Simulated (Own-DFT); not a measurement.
# How strain changes the stress of 6H (3C twinned every three layers) SiC, 48 atoms (C24Si24)

Calculated results; nothing here was measured. They come from Own-DFT, an in-house plane-wave density functional program, since retired, whose code no person has reviewed. Each row is one single-point run on a periodic cell that was not relaxed, without spin or spin-orbit coupling.

Settings of every run: PBE; PseudoDojo norm-conserving scalar-relativistic files; cutoff 42 hartree; 5 x 5 x 2 k mesh centred on Gamma; Fermi-Dirac smearing of 0.1 eV.

Known limits: forces on such cells passed a denser k mesh, each cell not checked; stress not checked against mesh or cutoff.

Unstrained cell vectors in Å: (4.360, -4.360, 0.000); (0.000, 4.360, -4.360); (8.719, 8.719, 8.719). The unstrained cell has measured lattice constants (interpolated for alloys), not those of this functional. That, the random moves and any unrelaxed bonds set the pressure at no strain. Each run strains this cell uniformly, with the atoms carried along. Every atom was also moved at random, by a Gaussian of width 0.05 Å on each axis. Strain is the symmetric tensor, in per cent. Stress is positive in tension, and the pressure is minus a third of its trace.

| run | e_xx (%) | e_yy (%) | e_zz (%) | e_yz (%) | e_xz (%) | e_xy (%) | s_xx (GPa) | s_yy (GPa) | s_zz (GPa) | s_yz (GPa) | s_xz (GPa) | s_xy (GPa) | P (GPa) | E (meV/atom) |
|---|---|---|---|---|---|---|---|---|---|---|---|---|---|---|
| 1 | -0.88 | 1.59 | -0.19 | 1.93 | 0.70 | 1.39 | -6.20 | 1.45 | -7.96 | 8.67 | 3.52 | 5.38 | 4.24 | 24.0 |
| 2 | 1.99 | -0.48 | -1.33 | 0.42 | -1.28 | -0.34 | 2.21 | -6.71 | -12.08 | -0.62 | -5.80 | -2.95 | 5.53 | 48.2 |
| 3 | -1.55 | 0.83 | -0.51 | 0.78 | -1.60 | -1.65 | -13.33 | -3.99 | -10.27 | -0.10 | -10.33 | -10.35 | 9.20 | 33.2 |
| 4 | 1.34 | -1.26 | 0.72 | 1.01 | -0.97 | -0.19 | 1.81 | -10.51 | -1.21 | 3.45 | -4.77 | -1.56 | 3.30 | 8.8 |
| 5 | 0.04 | 1.86 | 1.79 | -1.14 | -0.79 | -1.83 | -3.10 | 4.28 | 4.24 | -7.36 | -5.27 | -10.27 | -1.81 | 31.0 |
| 6 | -1.29 | 0.66 | -0.58 | -0.40 | -0.89 | -0.21 | -11.38 | -5.02 | -8.37 | -3.50 | -4.12 | -0.77 | 8.26 | 28.6 |
| 7 | 1.65 | 0.25 | -0.04 | 1.66 | -1.71 | -1.18 | 2.93 | -5.41 | -2.35 | 6.06 | -8.01 | -5.57 | 1.61 | 28.1 |
| 8 | 1.54 | -0.48 | 0.27 | -1.59 | 1.60 | -0.91 | 0.72 | -3.96 | -1.99 | -6.52 | 5.51 | -2.79 | 1.74 | 7.1 |
| 9 | -2.00 | 1.83 | 0.38 | 0.32 | 1.80 | 0.39 | -14.58 | 2.04 | -3.57 | 2.11 | 9.14 | 2.01 | 5.37 | 33.4 |
| 10 | -1.70 | -1.13 | -1.97 | 0.85 | 1.89 | 1.25 | -21.04 | -17.11 | -17.09 | 2.79 | 11.89 | 9.54 | 18.41 | 76.9 |
| 11 | 0.09 | -0.55 | -1.83 | -1.27 | 0.21 | 1.59 | -8.99 | -11.51 | -13.59 | -4.88 | -0.02 | 6.23 | 11.36 | 49.3 |
| 12 | 1.70 | 1.24 | 1.25 | -1.58 | 0.13 | 1.81 | 2.06 | 4.53 | 4.82 | -7.16 | -0.02 | 5.96 | -3.80 | 1.8 |
| 13 | -0.13 | 0.96 | -0.60 | 1.43 | -1.21 | -0.31 | -5.20 | -1.69 | -7.47 | 4.80 | -5.42 | -2.06 | 4.79 | 9.8 |
| 14 | -0.80 | -0.14 | 0.02 | 0.73 | -1.09 | -1.97 | -8.20 | -7.04 | -6.81 | 0.31 | -6.62 | -9.79 | 7.35 | 13.1 |
| 15 | 0.50 | 1.31 | 1.58 | -0.28 | 1.31 | 0.40 | -0.70 | 3.83 | 2.87 | -1.53 | 6.70 | 2.37 | -2.00 | 0.0 |
| 16 | 0.62 | 1.73 | -0.84 | -1.57 | 0.64 | -0.78 | ? | ? | ? | ? | ? | ? | ? | ? |

E is the free energy for each atom above the lowest run shown.

## Worked fit

Each stress component was fitted by least squares to a constant and the strains of the runs shown, as fractions, with shears doubled. Shear strains stay in the fit of a normal stress only where such slopes are resolved. The slopes, in GPa:

```
stress,at no strain,per e_xx,per e_yy,per e_zz,scatter
s_xx,-6.1,494 ± 46,106 ± 69,110 ± 64,1.90
s_yy,-6.0,123 ± 31,516 ± 47,124 ± 44,1.30
s_zz,-5.3,108 ± 30,49 ± 44,500 ± 41,1.23
```

Each shear stress against twice its own strain: yz 222 ± 11, xz 253 ± 18, xy 211 ± 17 GPa. These are stiffnesses along x, y and z of the frame in which the cell vectors are given, which need not be the crystal's axes. The atoms are held to the strained lattice; where symmetry lets them move under strain, relaxing them would lower some slopes. The table should be nearly symmetric about its diagonal, and what it lacks of that shows the noise. A ninth of its sum, 237 ± 7 GPa, estimates the bulk modulus near the mean pressure of these runs, 4.9 GPa, so it lies above the value at zero pressure.

## Withheld run

Question: what normal stresses and pressure should run 16 give?

The fit gives s_xx = -2.1, s_yy = 2.7, s_zz = -8.0 and P = 2.5 GPa. The calculation gave -2.66, 3.65, -7.25 and P = 2.09 GPa.
